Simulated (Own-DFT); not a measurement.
## Calculated data, Si2SnGe13 (diamond-structure random alloy, atoms displaced)

A calculation, not a measurement: plane-wave density functional theory by an unreviewed code, no spin, of a simulated periodic cell, stress positive in tension, run twice, with PBE and with PBEsol, both on files made for PBE, so the change isn't that of files made for PBEsol, forces on such cells moved up to 12 meV/angstrom on a denser k mesh; the far tail of each file's local potential was reset to the Coulomb form; each entry is a single point on an unrelaxed cell, so the pressure reflects the starting lattice, mostly measured values (interpolated for alloys), from which strain is counted, and rises with the displacements; printed positions are rounded, which can move forces by about a meV/angstrom; the program, named Own-DFT, is a retired in-house code; no spin-orbit coupling; stress was not checked against mesh or cutoff. Program: Own-DFT development build.

Settings shared by all entries: functional PBE, then PBEsol; potential files PseudoDojo norm-conserving, scalar-relativistic, standard set; wave cutoff 49 hartree; occupations Fermi-Dirac; smearing width 0.1 eV; k mesh 3 x 3 x 3 centred on Gamma.

```yaml
- entry: 1
  formula: Si2SnGe13
  kind: "diamond-structure random alloy, atoms displaced"
  structure:
    cell_angstrom: [[11.3631, 0.0, 0.0], [0.0, 11.3631, 0.0], [0.0, 0.0, 11.3631]]
    atoms_fractional:
      - [Ge, 0.00855, 0.98983, 0.00492]
      - [Ge, 0.9967, 0.25216, 0.24871]
      - [Ge, 0.25299, 0.9861, 0.25003]
      - [Ge, 0.24719, 0.24262, 0.00048]
      - [Ge, 0.11566, 0.1273, 0.11703]
      - [Si, 0.13312, 0.37425, 0.37343]
      - [Ge, 0.37033, 0.12725, 0.38507]
      - [Ge, 0.37565, 0.37507, 0.1149]
      - [Ge, 0.98748, 0.99185, 0.5038]
      - [Si, 0.01103, 0.25358, 0.75094]
      - [Ge, 0.2564, 0.99317, 0.76811]
      - [Sn, 0.25427, 0.24797, 0.50579]
      - [Ge, 0.12582, 0.12451, 0.62853]
      - [Ge, 0.12438, 0.38018, 0.87722]
      - [Sn, 0.39516, 0.11639, 0.87073]
      - [Si, 0.38061, 0.37227, 0.6103]
      - [Ge, 0.99683, 0.50993, 0.98682]
      - [Ge, 0.99233, 0.7328, 0.25746]
      - [Ge, 0.25148, 0.50576, 0.25785]
      - [Ge, 0.25001, 0.75123, 0.99733]
      - [Ge, 0.11747, 0.6229, 0.12825]
      - [Ge, 0.13055, 0.87067, 0.38092]
      - [Ge, 0.3744, 0.62727, 0.37648]
      - [Ge, 0.37961, 0.87955, 0.12286]
      - [Si, 0.00334, 0.49579, 0.49255]
      - [Ge, 0.99807, 0.75508, 0.75747]
      - [Ge, 0.25827, 0.51429, 0.74519]
      - [Ge, 0.24423, 0.76044, 0.49776]
      - [Ge, 0.12396, 0.61817, 0.62636]
      - [Ge, 0.12163, 0.87055, 0.86463]
      - [Sn, 0.37955, 0.63194, 0.87026]
      - [Ge, 0.37475, 0.87251, 0.62716]
      - [Ge, 0.49439, 0.99521, 0.00172]
      - [Ge, 0.50239, 0.25615, 0.25421]
      - [Ge, 0.74049, 0.99285, 0.24547]
      - [Ge, 0.74839, 0.25727, 0.99742]
      - [Sn, 0.62391, 0.12908, 0.12114]
      - [Si, 0.62777, 0.37376, 0.37777]
      - [Ge, 0.87759, 0.12145, 0.37521]
      - [Ge, 0.87333, 0.36178, 0.13091]
      - [Ge, 0.49935, 0.98451, 0.4982]
      - [Si, 0.49632, 0.24304, 0.7527]
      - [Ge, 0.74213, 0.00535, 0.75413]
      - [Ge, 0.74976, 0.24375, 0.49529]
      - [Ge, 0.62897, 0.11808, 0.6291]
      - [Ge, 0.60972, 0.3781, 0.86048]
      - [Ge, 0.87077, 0.1361, 0.87678]
      - [Ge, 0.87602, 0.36839, 0.62862]
      - [Ge, 0.51195, 0.50044, 0.99881]
      - [Ge, 0.49279, 0.757, 0.24687]
      - [Ge, 0.73702, 0.48923, 0.25047]
      - [Si, 0.75213, 0.74528, 0.0074]
      - [Ge, 0.63387, 0.61248, 0.11762]
      - [Ge, 0.62356, 0.8705, 0.38473]
      - [Ge, 0.87807, 0.62086, 0.37101]
      - [Ge, 0.86672, 0.89018, 0.11764]
      - [Ge, 0.50784, 0.49362, 0.49646]
      - [Ge, 0.50197, 0.745, 0.74776]
      - [Ge, 0.74305, 0.497, 0.74345]
      - [Si, 0.74487, 0.74752, 0.50001]
      - [Ge, 0.62809, 0.62715, 0.63181]
      - [Ge, 0.63857, 0.88027, 0.87686]
      - [Ge, 0.8802, 0.61637, 0.8759]
      - [Ge, 0.88374, 0.87422, 0.64592]
  results:
    "PBE_pressure [GPa]": 5.48
    "PBE_stress_xx [GPa]": -5.51
    "PBE_stress_yy [GPa]": -5.4
    "PBE_stress_zz [GPa]": -5.52
    "PBE_stress_yz [GPa]": 1.25
    "PBE_stress_xz [GPa]": 0.14
    "PBE_stress_xy [GPa]": -0.29
    "PBEsol_pressure [GPa]": 2.63
    "PBEsol_stress_xx [GPa]": -2.65
    "PBEsol_stress_yy [GPa]": -2.57
    "PBEsol_stress_zz [GPa]": -2.67
    "PBEsol_stress_yz [GPa]": 1.2
    "PBEsol_stress_xz [GPa]": 0.13
    "PBEsol_stress_xy [GPa]": -0.29
    force_element: [Ge, Ge, Ge, Ge, Ge, Si, Ge, Ge, Ge, Si, Ge, Sn, Ge, Ge, Sn, Si, Ge, Ge, Ge, Ge, Ge, Ge, Ge, Ge, Si, Ge, Ge, Ge, Ge, Ge, Sn, Ge, Ge, Ge, Ge, Ge, Sn, Si, Ge, Ge, Ge, Si, Ge, Ge, Ge, Ge, Ge, Ge, Ge, Ge, Ge, Si, Ge, Ge, Ge, Ge, Ge, Ge, Ge, Si, Ge, Ge, Ge, Ge]
    "PBE_force_x [eV/angstrom]": [-0.873, 1.375, -0.644, 0.179, 0.948, -1.395, 2.311, -0.11, 1.494, -0.946, -1.342, -2.104, -1.013, 0.869, -2.77, 1.433, 1.355, 1.083, -0.196, -1.27, 0.79, -2.338, 0.312, -1.182, -0.178, 0.372, -0.95, 1.256, -0.726, 0.882, 0.211, -0.262, 2.508, -1.246, 0.844, 0.026, -0.418, -0.343, -0.645, -0.491, -0.536, 1.631, 2.204, 0.025, -1.493, 1.211, 1.332, 0.567, -1.261, 1.323, 1.805, 0.693, -0.487, 0.574, -2.19, 0.462, -0.132, 1.89, 1.2, 1.462, -0.226, -1.472, -2.778, -2.61]
    "PBE_force_y [eV/angstrom]": [0.945, -0.617, 2.043, 0.829, -0.562, 0.683, -2.493, 0.349, 0.45, -0.27, -0.248, 0.63, -1.608, -0.092, 1.106, 1.63, -2.438, 3.155, -0.876, 0.724, 0.023, 0.7, 0.469, -0.978, -0.464, -2.758, -3.295, -2.223, 1.155, 0.317, -0.847, -0.237, -1.948, 0.383, 0.207, 0.898, -0.095, -0.686, -0.409, 2.239, 2.1, 2.495, 0.094, 0.36, 0.804, -0.616, -0.785, 0.25, -0.775, -1.407, 0.202, 0.282, 1.849, -0.701, -1.428, -2.501, 0.825, 2.775, -0.249, -0.235, -0.05, -1.794, 2.207, 0.506]
    "PBE_force_z [eV/angstrom]": [-1.606, 1.13, 0.152, -0.491, 1.555, -0.562, -2.721, 1.204, 0.11, 0.271, -2.815, 0.017, 1.195, -0.696, 1.067, 3.053, 2.925, -1.591, -1.291, 1.387, -0.483, -1.472, 0.495, -0.222, 0.583, -0.483, -1.181, 1.731, -1.017, 2.095, 2.251, 0.288, 0.798, 0.721, 1.832, -1.289, 0.251, 0.095, -0.69, -1.134, 0.891, -3.643, 0.219, 0.591, -1.21, 0.699, -0.366, -0.803, -0.202, 0.231, 0.228, -1.012, 1.113, -1.455, 1.79, 0.817, 0.365, -1.011, 0.562, 0.761, -1.695, 0.889, -1.314, -1.907]
    "PBEsol_force_x [eV/angstrom]": [-0.855, 1.283, -0.611, 0.164, 0.913, -1.325, 2.249, -0.09, 1.452, -0.927, -1.301, -2.055, -0.951, 0.854, -2.756, 1.391, 1.327, 1.061, -0.163, -1.227, 0.755, -2.235, 0.289, -1.14, -0.213, 0.364, -0.959, 1.218, -0.652, 0.862, 0.201, -0.244, 2.432, -1.233, 0.834, 0.043, -0.406, -0.334, -0.635, -0.497, -0.523, 1.638, 2.125, 0.062, -1.403, 1.219, 1.239, 0.485, -1.213, 1.258, 1.784, 0.679, -0.502, 0.498, -2.102, 0.462, -0.138, 1.825, 1.145, 1.422, -0.253, -1.452, -2.642, -2.494]
    "PBEsol_force_y [eV/angstrom]": [0.926, -0.629, 1.962, 0.817, -0.547, 0.639, -2.425, 0.331, 0.442, -0.266, -0.259, 0.507, -1.575, -0.054, 0.979, 1.635, -2.352, 3.014, -0.808, 0.709, 0.03, 0.662, 0.46, -0.944, -0.416, -2.647, -3.152, -2.145, 1.153, 0.306, -0.817, -0.236, -1.885, 0.342, 0.207, 0.845, -0.097, -0.673, -0.388, 2.149, 2.024, 2.424, 0.089, 0.311, 0.741, -0.539, -0.773, 0.25, -0.761, -1.347, 0.229, 0.277, 1.724, -0.627, -1.36, -2.379, 0.857, 2.679, -0.244, -0.234, -0.082, -1.689, 2.118, 0.512]
    "PBEsol_force_z [eV/angstrom]": [-1.539, 1.045, 0.157, -0.462, 1.483, -0.591, -2.633, 1.171, 0.116, 0.268, -2.736, -0.002, 1.128, -0.638, 1.112, 2.961, 2.811, -1.531, -1.272, 1.33, -0.46, -1.413, 0.458, -0.207, 0.604, -0.465, -1.128, 1.668, -0.944, 2.039, 2.17, 0.269, 0.777, 0.658, 1.758, -1.234, 0.246, 0.089, -0.656, -1.092, 0.867, -3.545, 0.221, 0.606, -1.181, 0.729, -0.329, -0.784, -0.202, 0.239, 0.16, -0.991, 1.097, -1.446, 1.665, 0.808, 0.36, -0.994, 0.542, 0.745, -1.595, 0.823, -1.28, -1.827]
    "rms_change_of_force_components_from_PBE_to_PBEsol [eV/angstrom]": 0.055
- entry: 2
  formula: Si2SnGe13
  kind: "diamond-structure random alloy, atoms displaced"
  structure:
    cell_angstrom: [[11.3631, 0.0, 0.0], [0.0, 11.3631, 0.0], [0.0, 0.0, 11.3631]]
    atoms_fractional:
      - [Ge, 0.00809, 0.98734, 0.00631]
      - [Ge, 0.00352, 0.24209, 0.25754]
      - [Ge, 0.2537, 0.99806, 0.25569]
      - [Sn, 0.24909, 0.22805, 0.00864]
      - [Ge, 0.12116, 0.1265, 0.12466]
      - [Ge, 0.13021, 0.38364, 0.38909]
      - [Ge, 0.37697, 0.12622, 0.37846]
      - [Ge, 0.37426, 0.37231, 0.1314]
      - [Ge, 0.00336, 0.99383, 0.49515]
      - [Ge, 0.00613, 0.24574, 0.74918]
      - [Ge, 0.24697, 0.00706, 0.74273]
      - [Ge, 0.24809, 0.25171, 0.50077]
      - [Ge, 0.12653, 0.1366, 0.62032]
      - [Ge, 0.13299, 0.37259, 0.87806]
      - [Ge, 0.37542, 0.13131, 0.86842]
      - [Ge, 0.3846, 0.38426, 0.62045]
      - [Ge, 0.99766, 0.50456, 0.98901]
      - [Ge, 0.00059, 0.75006, 0.24872]
      - [Ge, 0.24642, 0.50436, 0.2593]
      - [Ge, 0.24215, 0.75435, 0.00745]
      - [Ge, 0.12834, 0.63013, 0.11636]
      - [Ge, 0.12739, 0.87833, 0.37218]
      - [Ge, 0.37279, 0.62818, 0.37474]
      - [Ge, 0.38345, 0.86631, 0.12412]
      - [Ge, 0.00229, 0.50696, 0.50106]
      - [Sn, 0.9983, 0.75581, 0.73778]
      - [Si, 0.25774, 0.49768, 0.74754]
      - [Ge, 0.23527, 0.76473, 0.51221]
      - [Si, 0.13312, 0.62138, 0.61769]
      - [Si, 0.12989, 0.87755, 0.87521]
      - [Ge, 0.3736, 0.62538, 0.87476]
      - [Ge, 0.37677, 0.88352, 0.63584]
      - [Ge, 0.49549, 0.99391, 0.99466]
      - [Si, 0.50479, 0.24872, 0.24462]
      - [Ge, 0.75903, 0.99489, 0.24818]
      - [Ge, 0.74913, 0.24261, 0.98777]
      - [Ge, 0.6273, 0.11551, 0.12813]
      - [Ge, 0.62978, 0.37827, 0.37566]
      - [Ge, 0.87027, 0.1238, 0.36744]
      - [Sn, 0.87265, 0.36664, 0.12292]
      - [Ge, 0.50216, 0.99886, 0.49749]
      - [Ge, 0.48608, 0.24904, 0.74486]
      - [Si, 0.75232, 0.00139, 0.74807]
      - [Si, 0.766, 0.24381, 0.49874]
      - [Si, 0.62573, 0.11495, 0.63141]
      - [Ge, 0.62564, 0.37668, 0.86322]
      - [Ge, 0.87412, 0.12863, 0.88604]
      - [Ge, 0.87344, 0.37159, 0.62697]
      - [Si, 0.50066, 0.5113, 0.00142]
      - [Ge, 0.50409, 0.76281, 0.25135]
      - [Ge, 0.75303, 0.5119, 0.24413]
      - [Ge, 0.73882, 0.76646, 0.99762]
      - [Ge, 0.62583, 0.63812, 0.12627]
      - [Ge, 0.62787, 0.87508, 0.38224]
      - [Ge, 0.86901, 0.62332, 0.38028]
      - [Ge, 0.87071, 0.87942, 0.1268]
      - [Ge, 0.50653, 0.50369, 0.50298]
      - [Ge, 0.50742, 0.75099, 0.75267]
      - [Sn, 0.75197, 0.4884, 0.75709]
      - [Ge, 0.74985, 0.76002, 0.49811]
      - [Ge, 0.61893, 0.6296, 0.62808]
      - [Ge, 0.62227, 0.86615, 0.86824]
      - [Ge, 0.88556, 0.63176, 0.87113]
      - [Ge, 0.87508, 0.87862, 0.61614]
  results:
    "PBE_pressure [GPa]": 4.86
    "PBE_stress_xx [GPa]": -4.96
    "PBE_stress_yy [GPa]": -4.67
    "PBE_stress_zz [GPa]": -4.95
    "PBE_stress_yz [GPa]": 0.47
    "PBE_stress_xz [GPa]": 0.95
    "PBE_stress_xy [GPa]": -0.11
    "PBEsol_pressure [GPa]": 2.01
    "PBEsol_stress_xx [GPa]": -2.11
    "PBEsol_stress_yy [GPa]": -1.83
    "PBEsol_stress_zz [GPa]": -2.1
    "PBEsol_stress_yz [GPa]": 0.45
    "PBEsol_stress_xz [GPa]": 0.92
    "PBEsol_stress_xy [GPa]": -0.11
    force_element: [Ge, Ge, Ge, Sn, Ge, Ge, Ge, Ge, Ge, Ge, Ge, Ge, Ge, Ge, Ge, Ge, Ge, Ge, Ge, Ge, Ge, Ge, Ge, Ge, Ge, Sn, Si, Ge, Si, Si, Ge, Ge, Ge, Si, Ge, Ge, Ge, Ge, Ge, Sn, Ge, Ge, Si, Si, Si, Ge, Ge, Ge, Si, Ge, Ge, Ge, Ge, Ge, Ge, Ge, Ge, Ge, Sn, Ge, Ge, Ge, Ge, Ge]
    "PBE_force_x [eV/angstrom]": [-0.586, 0.798, 0.393, 1.642, -2.074, -0.847, 0.329, 0.783, -0.28, -0.797, -0.19, 1.491, -0.653, -0.393, 0.474, -1.404, 1.195, -0.329, 0.289, 1.5, -1.314, -0.467, 0.226, -1.404, -0.632, 1.999, -0.571, 1.829, 0.253, 0.36, -0.179, 0.282, 0.505, 0.045, -1.672, -2.456, -0.334, 0.424, 0.918, 0.558, -0.057, 2.213, 0.039, -1.982, 0.232, -3.756, 1.708, 1.922, 0.104, 0.117, -0.96, 1.877, -0.379, -0.099, 0.729, 0.98, -0.164, -2.123, 1.466, -0.083, 1.222, 0.583, -1.951, -1.349]
    "PBE_force_y [eV/angstrom]": [0.963, 0.914, 0.34, 3.275, -3.067, -0.75, 0.501, 1.067, 1.618, 0.801, 0.17, 0.671, -1.656, 0.749, -2.255, -0.557, -0.291, -0.293, -0.114, 0.5, -1.499, -0.501, 1.009, 1.315, -0.429, -0.451, 0.238, -0.816, -0.61, 0.433, 0.268, -0.759, 0.498, 0.125, 0.534, 0.661, 0.382, -0.742, -0.473, 0.592, 0.451, 0.297, -0.215, 0.254, 1.118, -2.579, -2.199, -1.089, -1.136, -1.544, -0.418, -1.685, -0.435, 0.859, 0.83, -1.327, 0.375, -0.657, 3.645, -1.653, 0.116, 2.755, 0.142, 1.735]
    "PBE_force_z [eV/angstrom]": [-0.588, 0.488, -1.058, -1.22, 2.936, -1.224, -0.676, 0.045, -0.115, 0.806, 1.11, 0.01, -0.141, -1.014, -0.373, 0.146, 0.602, 0.151, -1.191, -1.594, 1.324, -0.279, 0.889, -0.193, 0.717, 0.436, -0.078, -0.565, 0.857, -0.125, 0.175, -0.837, -0.231, 0.887, 0.837, 0.991, -0.713, -0.218, 1.075, -0.036, 0.984, -0.516, 0.521, 0.484, -0.757, 3.398, -1.924, -1.526, 0.133, 0.872, 0.645, 0.546, -0.372, -1.257, -0.398, -0.685, -1.238, -0.511, -1.691, 0.755, -0.63, -0.165, 1.484, -0.164]
    "PBEsol_force_x [eV/angstrom]": [-0.607, 0.756, 0.368, 1.588, -2.013, -0.813, 0.285, 0.704, -0.276, -0.766, -0.134, 1.43, -0.621, -0.425, 0.449, -1.322, 1.162, -0.315, 0.288, 1.482, -1.272, -0.451, 0.217, -1.355, -0.638, 1.863, -0.521, 1.79, 0.214, 0.352, -0.158, 0.261, 0.495, 0.037, -1.611, -2.347, -0.286, 0.411, 0.937, 0.54, -0.085, 2.111, 0.086, -1.907, 0.145, -3.608, 1.661, 1.9, 0.1, 0.12, -0.933, 1.795, -0.332, -0.098, 0.708, 0.948, -0.164, -2.043, 1.425, -0.078, 1.162, 0.537, -1.88, -1.274]
    "PBEsol_force_y [eV/angstrom]": [0.981, 0.861, 0.329, 3.192, -2.988, -0.72, 0.441, 1.029, 1.55, 0.786, 0.197, 0.653, -1.6, 0.691, -2.185, -0.573, -0.273, -0.272, -0.112, 0.44, -1.429, -0.476, 0.96, 1.275, -0.454, -0.44, 0.197, -0.745, -0.565, 0.428, 0.317, -0.722, 0.466, 0.124, 0.524, 0.634, 0.332, -0.654, -0.498, 0.582, 0.404, 0.318, -0.26, 0.276, 1.108, -2.529, -2.09, -1.027, -1.102, -1.495, -0.398, -1.628, -0.376, 0.825, 0.806, -1.27, 0.355, -0.632, 3.528, -1.59, 0.115, 2.62, 0.113, 1.645]
    "PBEsol_force_z [eV/angstrom]": [-0.512, 0.454, -1.01, -1.195, 2.851, -1.179, -0.63, 0.047, -0.12, 0.775, 1.041, 0.012, -0.122, -0.966, -0.371, 0.125, 0.573, 0.143, -1.138, -1.494, 1.28, -0.251, 0.852, -0.184, 0.652, 0.422, -0.043, -0.59, 0.791, -0.116, 0.166, -0.819, -0.215, 0.866, 0.8, 0.956, -0.721, -0.208, 0.988, -0.043, 0.928, -0.471, 0.556, 0.45, -0.762, 3.27, -1.837, -1.439, 0.124, 0.823, 0.644, 0.541, -0.331, -1.219, -0.396, -0.659, -1.185, -0.486, -1.649, 0.724, -0.608, -0.122, 1.438, -0.202]
    "rms_change_of_force_components_from_PBE_to_PBEsol [eV/angstrom]": 0.049
- entry: 3
  formula: Si2SnGe13
  kind: "diamond-structure random alloy, atoms displaced"
  structure:
    cell_angstrom: [[11.3631, 0.0, 0.0], [0.0, 11.3631, 0.0], [0.0, 0.0, 11.3631]]
    atoms_fractional:
      - [Ge, 0.0022, 0.98539, 0.98809]
      - [Ge, 0.01771, 0.2526, 0.25665]
      - [Ge, 0.25058, 0.99828, 0.26264]
      - [Ge, 0.25453, 0.25482, 0.98882]
      - [Ge, 0.11896, 0.12714, 0.11765]
      - [Ge, 0.13669, 0.37117, 0.3733]
      - [Si, 0.37, 0.11778, 0.374]
      - [Ge, 0.3728, 0.37416, 0.11931]
      - [Ge, 0.00273, 0.99903, 0.50538]
      - [Ge, 0.99331, 0.24985, 0.757]
      - [Ge, 0.24776, 0.98968, 0.75998]
      - [Si, 0.25498, 0.24526, 0.49124]
      - [Ge, 0.12334, 0.1324, 0.62006]
      - [Ge, 0.13502, 0.35991, 0.88172]
      - [Si, 0.37387, 0.13055, 0.88656]
      - [Sn, 0.36978, 0.38349, 0.62433]
      - [Ge, 0.99317, 0.50074, 0.9942]
      - [Ge, 0.00045, 0.75599, 0.24155]
      - [Ge, 0.25168, 0.48629, 0.25129]
      - [Ge, 0.2432, 0.74245, 0.0029]
      - [Ge, 0.12463, 0.62234, 0.11348]
      - [Ge, 0.12345, 0.8789, 0.3702]
      - [Ge, 0.38326, 0.62808, 0.35015]
      - [Ge, 0.3695, 0.87314, 0.12948]
      - [Ge, 0.0077, 0.49131, 0.49421]
      - [Ge, 0.00247, 0.74625, 0.75212]
      - [Ge, 0.24594, 0.5107, 0.74848]
      - [Ge, 0.24461, 0.7571, 0.49328]
      - [Si, 0.11919, 0.61401, 0.63792]
      - [Ge, 0.13022, 0.86732, 0.87029]
      - [Ge, 0.36127, 0.63988, 0.8795]
      - [Si, 0.36744, 0.86803, 0.61797]
      - [Ge, 0.50894, 0.99666, 0.00689]
      - [Ge, 0.49927, 0.25677, 0.23519]
      - [Ge, 0.74884, 0.98818, 0.254]
      - [Ge, 0.75448, 0.24645, 0.00108]
      - [Ge, 0.6238, 0.12264, 0.12751]
      - [Ge, 0.63183, 0.37525, 0.37123]
      - [Ge, 0.86558, 0.13335, 0.37129]
      - [Sn, 0.88332, 0.36911, 0.12777]
      - [Ge, 0.49876, 0.99558, 0.50272]
      - [Ge, 0.50648, 0.23253, 0.74498]
      - [Ge, 0.7407, 0.99357, 0.74448]
      - [Ge, 0.74284, 0.24621, 0.49477]
      - [Sn, 0.62399, 0.11986, 0.61643]
      - [Ge, 0.63483, 0.37522, 0.87737]
      - [Ge, 0.87969, 0.12831, 0.87685]
      - [Ge, 0.87086, 0.37455, 0.6289]
      - [Sn, 0.50561, 0.49688, 0.99839]
      - [Si, 0.50399, 0.74226, 0.25226]
      - [Si, 0.74411, 0.51342, 0.24769]
      - [Ge, 0.73635, 0.75758, 0.99732]
      - [Ge, 0.62057, 0.61327, 0.12306]
      - [Ge, 0.63429, 0.87313, 0.3725]
      - [Ge, 0.87225, 0.62534, 0.37035]
      - [Si, 0.87358, 0.87571, 0.12864]
      - [Ge, 0.49882, 0.49462, 0.50844]
      - [Ge, 0.5121, 0.74719, 0.73849]
      - [Ge, 0.73968, 0.49158, 0.75215]
      - [Ge, 0.75476, 0.74946, 0.49971]
      - [Ge, 0.61626, 0.62978, 0.61743]
      - [Ge, 0.62758, 0.88482, 0.87766]
      - [Ge, 0.88083, 0.62068, 0.87099]
      - [Ge, 0.88222, 0.87328, 0.62743]
  results:
    "PBE_pressure [GPa]": 5.35
    "PBE_stress_xx [GPa]": -5.43
    "PBE_stress_yy [GPa]": -5.29
    "PBE_stress_zz [GPa]": -5.33
    "PBE_stress_yz [GPa]": 0.2
    "PBE_stress_xz [GPa]": 0.94
    "PBE_stress_xy [GPa]": -0.39
    "PBEsol_pressure [GPa]": 2.5
    "PBEsol_stress_xx [GPa]": -2.59
    "PBEsol_stress_yy [GPa]": -2.44
    "PBEsol_stress_zz [GPa]": -2.47
    "PBEsol_stress_yz [GPa]": 0.19
    "PBEsol_stress_xz [GPa]": 0.89
    "PBEsol_stress_xy [GPa]": -0.37
    force_element: [Ge, Ge, Ge, Ge, Ge, Ge, Si, Ge, Ge, Ge, Ge, Si, Ge, Ge, Si, Sn, Ge, Ge, Ge, Ge, Ge, Ge, Ge, Ge, Ge, Ge, Ge, Ge, Si, Ge, Ge, Si, Ge, Ge, Ge, Ge, Ge, Ge, Ge, Sn, Ge, Ge, Ge, Ge, Sn, Ge, Ge, Ge, Sn, Si, Si, Ge, Ge, Ge, Ge, Si, Ge, Ge, Ge, Ge, Ge, Ge, Ge, Ge]
    "PBE_force_x [eV/angstrom]": [-0.806, -0.952, -0.254, 0.82, 1.089, -0.054, 1.515, -0.843, -0.595, 1.149, 1.446, -0.315, 0.474, -2.514, 1.236, -0.563, 1.912, 0.04, 0.279, 0.257, -0.835, -0.995, -1.573, 0.802, -0.776, -0.069, -0.332, 0.099, -0.426, -0.556, 2.165, 0.872, -2.045, -0.178, 0.979, -0.86, 0.917, -0.94, 1.499, -1.029, -2.091, -2.025, 2.738, 1.681, 0.758, -0.51, -0.996, 0.09, -2.387, 1.247, 0.773, 1.888, 1.331, -1.928, 0.786, -0.273, 1.577, -2.449, 1.189, 0.204, 1.911, -1.033, -1.895, -0.622]
    "PBE_force_y [eV/angstrom]": [0.89, -1.404, 0.711, -1.785, -0.92, -0.307, 1.048, -0.544, 0.695, 0.422, 1.91, -0.581, -0.361, 3.153, -1.906, -2.602, -0.289, -0.754, 1.903, 2.139, -1.123, -0.382, -1.438, -0.446, 0.704, -0.238, -0.56, -1.9, 1.394, -0.793, -1.071, 0.475, 0.583, -1.025, 1.888, -0.86, -0.059, 0.886, -1.225, 1.072, -1.62, 2.438, 0.017, 1.798, -0.461, -2.659, -1.705, -0.194, 0.092, 1.778, -1.334, -1.272, 3.288, -1.098, -0.06, -0.147, 1.839, 1.876, 2.006, -0.023, -1.469, -0.917, 0.693, -0.165]
    "PBE_force_z [eV/angstrom]": [1.223, 0.055, -1.979, 2.753, -0.031, 1.341, 0.222, 0.299, -1.002, -0.971, -1.509, 0.188, 0.81, -2.312, -1.321, 1.202, -0.467, 0.25, -1.288, 0.592, 1.685, 0.612, 3.0, 0.21, 0.773, -0.483, 2.216, 0.269, -2.351, 0.714, -1.925, 0.901, -0.213, 1.861, -1.193, -0.256, 0.133, -0.324, 0.009, 1.136, -1.993, 2.917, 1.037, -0.309, -0.187, -0.687, -0.205, -0.774, -1.774, -1.789, 0.631, 0.999, 1.617, 0.942, 0.002, -1.237, -3.507, 1.847, -1.282, 0.337, -0.378, -1.01, -0.168, 0.14]
    "PBEsol_force_x [eV/angstrom]": [-0.753, -0.923, -0.291, 0.741, 1.053, -0.094, 1.523, -0.808, -0.568, 1.109, 1.341, -0.36, 0.404, -2.439, 1.213, -0.505, 1.859, 0.073, 0.286, 0.246, -0.809, -0.943, -1.581, 0.754, -0.774, -0.096, -0.266, 0.078, -0.423, -0.548, 2.074, 0.854, -1.942, -0.151, 0.907, -0.822, 0.878, -0.939, 1.439, -0.969, -1.963, -1.932, 2.648, 1.634, 0.731, -0.476, -0.955, 0.082, -2.311, 1.223, 0.753, 1.797, 1.269, -1.821, 0.781, -0.27, 1.544, -2.346, 1.167, 0.195, 1.833, -0.986, -1.813, -0.61]
    "PBEsol_force_y [eV/angstrom]": [0.899, -1.352, 0.626, -1.664, -0.876, -0.267, 0.971, -0.533, 0.668, 0.397, 1.825, -0.522, -0.39, 3.049, -1.862, -2.472, -0.272, -0.756, 1.832, 2.056, -1.07, -0.367, -1.456, -0.414, 0.649, -0.2, -0.582, -1.818, 1.363, -0.761, -1.05, 0.465, 0.552, -0.973, 1.862, -0.832, -0.057, 0.823, -1.186, 1.016, -1.562, 2.388, 0.008, 1.735, -0.452, -2.564, -1.629, -0.196, 0.082, 1.738, -1.304, -1.24, 3.195, -1.03, -0.014, -0.146, 1.791, 1.792, 1.917, -0.018, -1.42, -0.892, 0.66, -0.159]
    "PBEsol_force_z [eV/angstrom]": [1.153, 0.034, -1.945, 2.702, -0.017, 1.245, 0.175, 0.298, -0.96, -0.93, -1.442, 0.225, 0.805, -2.232, -1.295, 1.188, -0.448, 0.28, -1.253, 0.555, 1.607, 0.593, 2.942, 0.189, 0.725, -0.426, 2.193, 0.203, -2.291, 0.69, -1.862, 0.876, -0.186, 1.764, -1.109, -0.258, 0.114, -0.276, 0.027, 1.057, -1.93, 2.801, 1.011, -0.315, -0.178, -0.671, -0.199, -0.736, -1.693, -1.756, 0.619, 0.944, 1.499, 0.937, 0.034, -1.208, -3.387, 1.789, -1.23, 0.316, -0.354, -0.972, -0.163, 0.132]
    "rms_change_of_force_components_from_PBE_to_PBEsol [eV/angstrom]": 0.053
```
